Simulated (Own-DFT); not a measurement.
# Computed records: HfO2 (monoclinic hafnia, atoms displaced)

All values are calculated (Own-DFT development build). A calculation, not a measurement: plane-wave PBE density functional theory by an unreviewed code, no spin, of a simulated periodic cell, stress positive in tension, free energy of the whole cell less one offset for each atom, hafnium file: forces about 75 meV/angstrom off all-electron values; oxygen file: force components 24 meV/angstrom off all-electron in one glass; forces on such cells passed a denser k mesh, this cell's mesh not checked; offsets are fitted by least squares, one for each functional and potential file, so energies compare only between cells with the same atoms and settings and are not formation energies; the far tail of each file's local potential was reset to the Coulomb form; each entry is a single point on an unrelaxed cell, so the pressure reflects the starting lattice, mostly measured values, from which strain is counted, and rises with the displacements; printed positions are rounded, which can move forces by about a meV/angstrom; the program is a retired in-house code; no spin-orbit coupling; before rounding, a Quantum ESPRESSO 7.3.1 run of the same cell and cutoff gave forces within 1 meV/angstrom rms on each cell, which checks the program and not the settings.

Settings shared by all entries: functional PBE; potential files PseudoDojo norm-conserving, scalar-relativistic, standard set; wave cutoff 72 hartree; occupations Fermi-Dirac; smearing width 0.1 eV; k mesh 2 x 2 x 2 centred on Gamma.

(1) HfO2 (monoclinic hafnia, atoms displaced)

```
cell vectors (Å)
  10.2340     0.0000     0.0000
   0.0000    10.3500     0.0000
  -1.6955     0.0000    10.4453
atoms (fractions of the cell vectors)
Hf  0.13333  0.02304  0.11666
Hf  0.36542  0.27252  0.16279
Hf  0.35371  0.46586  0.38828
Hf  0.13244  0.22924  0.35216
O   0.04354  0.14998  0.16899
O   0.45984  0.42383  0.06456
O   0.46894  0.34087  0.35340
O   0.04792  0.07370  0.42425
O   0.22157  0.36878  0.22570
O   0.28510  0.11951  0.00204
O   0.27035  0.11282  0.25925
O   0.22976  0.37597  0.49476
Hf  0.12748  0.01526  0.60361
Hf  0.36430  0.27049  0.65278
Hf  0.36031  0.48906  0.89371
Hf  0.14358  0.21806  0.85208
O   0.02826  0.16912  0.67202
O   0.45447  0.41104  0.58466
O   0.46028  0.32666  0.82936
O   0.04364  0.07469  0.92905
O   0.21421  0.37257  0.74566
O   0.28642  0.11386  0.50036
O   0.27792  0.12086  0.75804
O   0.22303  0.36498  0.99985
Hf  0.13079  0.51604  0.10373
Hf  0.35842  0.78284  0.14970
Hf  0.36487  0.97901  0.40241
Hf  0.13199  0.73385  0.35150
O   0.03245  0.67692  0.16253
O   0.45416  0.92430  0.07537
O   0.46291  0.83855  0.33383
O   0.03795  0.58608  0.41663
O   0.23567  0.86867  0.25337
O   0.27768  0.63096  0.01360
O   0.27109  0.62650  0.26494
O   0.23494  0.85916  0.49325
Hf  0.13054  0.52390  0.59769
Hf  0.36668  0.76288  0.64272
Hf  0.35764  0.97203  0.89655
Hf  0.12151  0.72910  0.84309
O   0.04258  0.66933  0.67157
O   0.45447  0.91899  0.57081
O   0.45871  0.84151  0.82090
O   0.04913  0.59715  0.92682
O   0.21989  0.86926  0.74761
O   0.27537  0.61850  0.51828
O   0.26824  0.63999  0.75106
O   0.22641  0.87407  0.98091
Hf  0.64256  0.01117  0.10135
Hf  0.86654  0.26349  0.15264
Hf  0.84852  0.48479  0.39846
Hf  0.63587  0.22492  0.36292
O   0.54570  0.15419  0.17958
O   0.96490  0.42053  0.07044
O   0.96916  0.34471  0.32948
O   0.54331  0.09157  0.41921
O   0.72098  0.38768  0.23397
O   0.76439  0.13520  0.99644
O   0.78303  0.11865  0.27763
O   0.72524  0.37603  0.48878
Hf  0.63497  0.01005  0.60308
Hf  0.86155  0.26458  0.64799
Hf  0.87722  0.48427  0.89926
Hf  0.63477  0.23900  0.85763
O   0.53606  0.15850  0.66842
O   0.96044  0.42896  0.57105
O   0.96279  0.34322  0.83221
O   0.53769  0.08218  0.92805
O   0.73077  0.37643  0.74063
O   0.78461  0.12347  0.51705
O   0.78316  0.11855  0.75845
O   0.72993  0.36049  0.99202
Hf  0.63444  0.52894  0.09336
Hf  0.87047  0.77549  0.15705
Hf  0.85599  0.96277  0.39846
Hf  0.64992  0.73881  0.34444
O   0.54630  0.66343  0.16722
O   0.96167  0.91720  0.07352
O   0.95155  0.83691  0.34076
O   0.53689  0.60497  0.43522
O   0.71288  0.86635  0.23767
O   0.77683  0.61232  0.00799
O   0.78569  0.60918  0.26217
O   0.74071  0.86530  0.49870
Hf  0.63746  0.50765  0.61510
Hf  0.86909  0.77927  0.65231
Hf  0.86329  0.97445  0.90401
Hf  0.63182  0.73636  0.85917
O   0.52485  0.66912  0.67979
O   0.96502  0.91527  0.58740
O   0.96804  0.83144  0.83119
O   0.54242  0.57610  0.93867
O   0.73060  0.87422  0.73718
O   0.77390  0.62677  0.50951
O   0.76805  0.64414  0.75611
O   0.73462  0.87116  0.98265
```

- free energy of cell above offsets: -80.963 eV
- pressure: 10.5 GPa
- stress xx: -12.78 GPa
- stress yy: -9.73 GPa
- stress zz: -9 GPa
- stress yz: 0.44 GPa
- stress xz: 0.27 GPa
- stress xy: 1.93 GPa

Force:
```tsv
element	x (eV/Å)	y (eV/Å)	z (eV/Å)
Hf	6.266	-5.567	-4.653
Hf	2.055	-1.688	-4.77
Hf	-1.229	6.904	3.344
Hf	0.849	-0.613	2.094
O	-5.886	6.67	2.602
O	-0.851	-2.238	2.301
O	1.881	-3.236	-3.034
O	-1.393	0.093	-0.926
O	-0.783	0.526	2.874
O	-1.116	2.059	2.051
O	0.988	1.517	-0.061
O	-1.367	-2.323	-1.577
Hf	3.442	0.297	1.268
Hf	-1.08	-1.938	-0.675
Hf	-1.759	-0.523	0.614
Hf	0.054	1.507	1.496
O	1.618	-1.112	0.096
O	2.567	1.864	-0.225
O	-0.305	1.231	0.183
O	-0.871	0.456	-0.365
O	0.818	1.21	-0.53
O	-1.747	3.097	1.918
O	-0.726	-0.675	-0.547
O	0.058	0.091	-0.909
Hf	3.173	1.745	-0.252
Hf	0.659	-2.651	-1.02
Hf	-0.791	-0.349	-1.31
Hf	2.617	-1.719	2.092
O	0.004	0.115	0.858
O	2.191	-0.693	1.336
O	2.839	-1.212	-1.317
O	-0.748	0.061	-0.344
O	-2.315	1.988	-1.489
O	0.516	-0.405	0.154
O	-0.32	-1.618	-0.302
O	-2.193	0.49	-0.801
Hf	1.681	-0.608	0.777
Hf	-3.216	0.854	-0.406
Hf	-0.678	1.937	-1.144
Hf	6.714	2.265	1.727
O	-2.709	0.421	-1.285
O	2.812	0.31	1.695
O	2.639	-1.52	0.533
O	-3.692	-4.396	1.436
O	0.046	2.687	-2.225
O	0.335	0.356	-1.412
O	1.04	-3.291	1.847
O	-1.385	-1.201	2.217
Hf	-2.334	2.849	-1.323
Hf	-2.64	2.069	-1.047
Hf	1.072	-0.395	0.041
Hf	3.446	1.97	-1.275
O	-1.131	1.453	0.461
O	-0.389	-1.457	1.717
O	0.804	-1.875	-1.236
O	-2.182	-3.227	1.473
O	0.624	-2.317	0.679
O	1.794	-1.782	3.023
O	0.959	-0.456	-1.842
O	-1.357	-1.352	0.842
Hf	0.157	1.773	1.325
Hf	-0.359	1.005	-0.046
Hf	-2.3	0.791	-1.19
Hf	0.652	-2.451	-0.43
O	0.017	0.532	0.35
O	-0.592	-1.724	1.147
O	1.948	-2.167	-0.866
O	0.123	-0.171	-0.251
O	-0.916	0.524	0.288
O	-0.726	0.122	-0.414
O	-0.447	-0.087	0.445
O	0.436	1.104	0.045
Hf	2.583	-4.274	5.246
Hf	-0.976	-2.698	-2.65
Hf	-1.561	7.389	2.336
Hf	-4.54	-5.606	3.622
O	-2.077	2.995	1.47
O	0.062	-0.527	2.487
O	3.717	-3.931	-2.577
O	-0.791	-1.824	-0.52
O	1.897	2.878	-1.403
O	0.868	2.983	0.344
O	-0.09	3.692	-1.318
O	-1.996	0.181	-1.278
Hf	-0.767	3.553	-2.491
Hf	-2.12	-4.163	-0.51
Hf	0.913	2.906	-3.517
Hf	0.209	-1.44	-1.753
O	2.998	-2.445	0.961
O	1.068	1.508	-1.299
O	-2.437	1.833	-0.141
O	-1.859	2.913	-7.053
O	-1.399	1.483	0.647
O	0.715	0.575	0.482
O	0.084	-2.758	1.082
O	-1.862	-1.127	1.98
```

(2) HfO2 (monoclinic hafnia, atoms displaced)

```
cell vectors (Å)
  10.2340     0.0000     0.0000
   0.0000    10.3500     0.0000
  -1.6955     0.0000    10.4453
atoms (fractions of the cell vectors)
Hf  0.12645  0.02261  0.10480
Hf  0.37664  0.27729  0.13935
Hf  0.36923  0.47842  0.38445
Hf  0.13998  0.23624  0.35456
O   0.03670  0.17127  0.18315
O   0.46320  0.41400  0.06733
O   0.46540  0.33635  0.33092
O   0.05392  0.08170  0.42246
O   0.22346  0.36811  0.24398
O   0.27612  0.11500  0.00874
O   0.27057  0.12414  0.27233
O   0.22084  0.37320  0.49086
Hf  0.12961  0.03074  0.60378
Hf  0.35949  0.27815  0.63878
Hf  0.37251  0.48300  0.90956
Hf  0.12734  0.23147  0.84969
O   0.03057  0.17022  0.67109
O   0.47405  0.41381  0.57464
O   0.46150  0.34162  0.83079
O   0.04363  0.07886  0.91426
O   0.22756  0.36991  0.74742
O   0.27608  0.14175  0.51530
O   0.27060  0.12054  0.75729
O   0.22060  0.37981  0.97080
Hf  0.15132  0.52298  0.11392
Hf  0.36651  0.77117  0.15611
Hf  0.36473  0.97902  0.40217
Hf  0.13941  0.74751  0.36391
O   0.02381  0.66489  0.16532
O   0.46713  0.92527  0.07488
O   0.45079  0.84209  0.32249
O   0.03479  0.58145  0.43337
O   0.21272  0.87070  0.23372
O   0.27973  0.62528  0.01234
O   0.27381  0.62216  0.26673
O   0.22106  0.86815  0.48409
Hf  0.14337  0.51646  0.60814
Hf  0.36227  0.77444  0.64306
Hf  0.37557  0.97078  0.88817
Hf  0.13155  0.73900  0.86894
O   0.03299  0.66950  0.66375
O   0.46700  0.90989  0.57499
O   0.45136  0.83452  0.82681
O   0.03547  0.58467  0.91589
O   0.23574  0.86827  0.74477
O   0.28396  0.63119  0.51177
O   0.28129  0.62795  0.76798
O   0.20809  0.86529  0.99024
Hf  0.64484  0.02353  0.11998
Hf  0.86193  0.26919  0.15163
Hf  0.86245  0.48401  0.39405
Hf  0.64502  0.22372  0.35361
O   0.53505  0.16548  0.17343
O   0.96657  0.41707  0.06595
O   0.94255  0.33545  0.31533
O   0.53277  0.08756  0.41976
O   0.72202  0.38899  0.23186
O   0.77044  0.12551  0.00610
O   0.78467  0.13452  0.25425
O   0.73218  0.37127  0.48737
Hf  0.64130  0.01690  0.60456
Hf  0.87344  0.27105  0.64357
Hf  0.84542  0.48600  0.89079
Hf  0.64315  0.23824  0.85369
O   0.53759  0.16421  0.67287
O   0.96104  0.41844  0.56895
O   0.95772  0.33457  0.82021
O   0.54068  0.08548  0.92836
O   0.71147  0.37051  0.73530
O   0.77185  0.13330  0.51906
O   0.77896  0.11611  0.75568
O   0.72693  0.37279  0.99805
Hf  0.64865  0.52057  0.10253
Hf  0.86762  0.76417  0.13185
Hf  0.86999  0.97233  0.39427
Hf  0.63783  0.70439  0.34619
O   0.53132  0.67668  0.18635
O   0.97135  0.91792  0.08243
O   0.96225  0.84420  0.31892
O   0.54215  0.58558  0.43170
O   0.71625  0.87147  0.24792
O   0.77929  0.62692  0.01236
O   0.77745  0.61845  0.26172
O   0.71710  0.87340  0.49283
Hf  0.64114  0.51994  0.59901
Hf  0.86750  0.76722  0.64934
Hf  0.85969  0.98088  0.90543
Hf  0.61808  0.71770  0.84866
O   0.54485  0.66999  0.67450
O   0.94768  0.91140  0.57874
O   0.95862  0.82929  0.82103
O   0.54053  0.58002  0.93212
O   0.71537  0.88136  0.74160
O   0.77775  0.64157  0.50553
O   0.76060  0.63077  0.77587
O   0.72695  0.87532  0.98900
```

* free energy of cell above offsets: -84.467 eV
* pressure: 9.66 GPa
* stress xx: -9.29 GPa
* stress yy: -9.33 GPa
* stress zz: -10.36 GPa
* stress yz: -0.35 GPa
* stress xz: -1.06 GPa
* stress xy: 0.83 GPa

Force:
```tsv
element	x (eV/Å)	y (eV/Å)	z (eV/Å)
Hf	4.385	1.34	0.154
Hf	-3.682	-3.948	0.183
Hf	-2.157	0.725	3.318
Hf	0.248	-0.693	0.245
O	-0.63	-0.493	-1.342
O	2.521	0.654	3.371
O	1.666	-1.017	-1.425
O	-2.621	-1.053	0.183
O	1.076	2.215	-1.573
O	-0.073	2.168	1.334
O	0.673	-0.777	-0.518
O	0.665	1.117	-0.327
Hf	1.993	-1.463	1.547
Hf	0.955	-1.153	2.721
Hf	-4.111	0.301	-5.748
Hf	2.878	0.341	1.698
O	1.273	-1.141	-0.659
O	-0.455	0.577	-0.753
O	1.831	-1.106	-0.517
O	-2.108	-0.927	0.909
O	-0.338	1.236	-2.477
O	-0.268	-1.413	-0.223
O	-0.208	-0.477	-0.443
O	-0.328	-0.702	3.108
Hf	-2.931	-0.923	-3.016
Hf	-2.181	2.624	-2.77
Hf	-0.407	1.958	-0.968
Hf	-1.035	-4.014	-2.256
O	2.309	-1.168	0.687
O	-0.64	-1.847	0.888
O	1.599	-1.127	0.953
O	0.976	1.297	-1.636
O	-0.12	0.565	0.64
O	-0.047	0.547	1.942
O	0.168	-0.143	-0.465
O	0.37	2.427	2.432
Hf	-0.243	1.645	0.923
Hf	-1.394	-1.915	0.249
Hf	-3.887	6.401	3.187
Hf	1.358	-2.34	-3.28
O	0.865	-0.835	0.42
O	-0.32	0.676	-0.147
O	4.957	-4.863	-1.223
O	-1.118	-0.535	0.718
O	-2.181	1.801	-1.786
O	-0.381	-0.341	-0.029
O	-0.074	-1.08	-0.427
O	1.554	1.326	1.726
Hf	-0.677	-1.959	-3.539
Hf	1.345	1.746	-3.877
Hf	0.757	-0.268	0.847
Hf	-0.746	0.974	1.869
O	0.332	0.707	0.751
O	0.187	-0.078	0.878
O	2.764	-0.006	2.727
O	0.256	0.124	-0.266
O	-1.357	-1.144	0.896
O	1.035	0.759	1.06
O	-1.24	-2.556	2.013
O	-0.994	0.408	-0.598
Hf	0.608	0.186	1.067
Hf	-3.927	0.737	-0.323
Hf	4.073	-1.312	1.198
Hf	-1.869	-2.959	-0.825
O	-1.018	0.654	0.238
O	1.106	-0.144	1.135
O	-0.545	0.681	0.451
O	-0.029	0.376	-0.577
O	1.13	1.957	0.003
O	0.818	-0.261	-2.101
O	0.255	0.567	1.247
O	-0.619	0.293	-1.069
Hf	-0.223	-0.004	0.782
Hf	-1.843	1.926	1.668
Hf	-3.038	0.86	1.367
Hf	1.93	7.325	3.412
O	0.856	-3.669	-3.441
O	-2.039	-0.854	-0.768
O	1.351	-1.67	-0.07
O	-2.314	-1.508	-0.781
O	0.956	1.293	-0.785
O	-0.76	-0.359	-0.044
O	0.255	0.502	-1.545
O	0.459	-0.243	-1.249
Hf	0.237	-0.579	1.39
Hf	-2.556	0.049	0.006
Hf	-0.695	0.185	-3.351
Hf	1.954	4.756	1.059
O	-1.854	-0.521	-1.395
O	3.305	2.948	-1.262
O	-0.375	1.249	1.823
O	0.193	0.225	0.404
O	0.274	-0.37	0.552
O	-0.13	-2.322	0.557
O	2.35	-1.934	-1.845
O	-0.319	-1.209	0.779
```
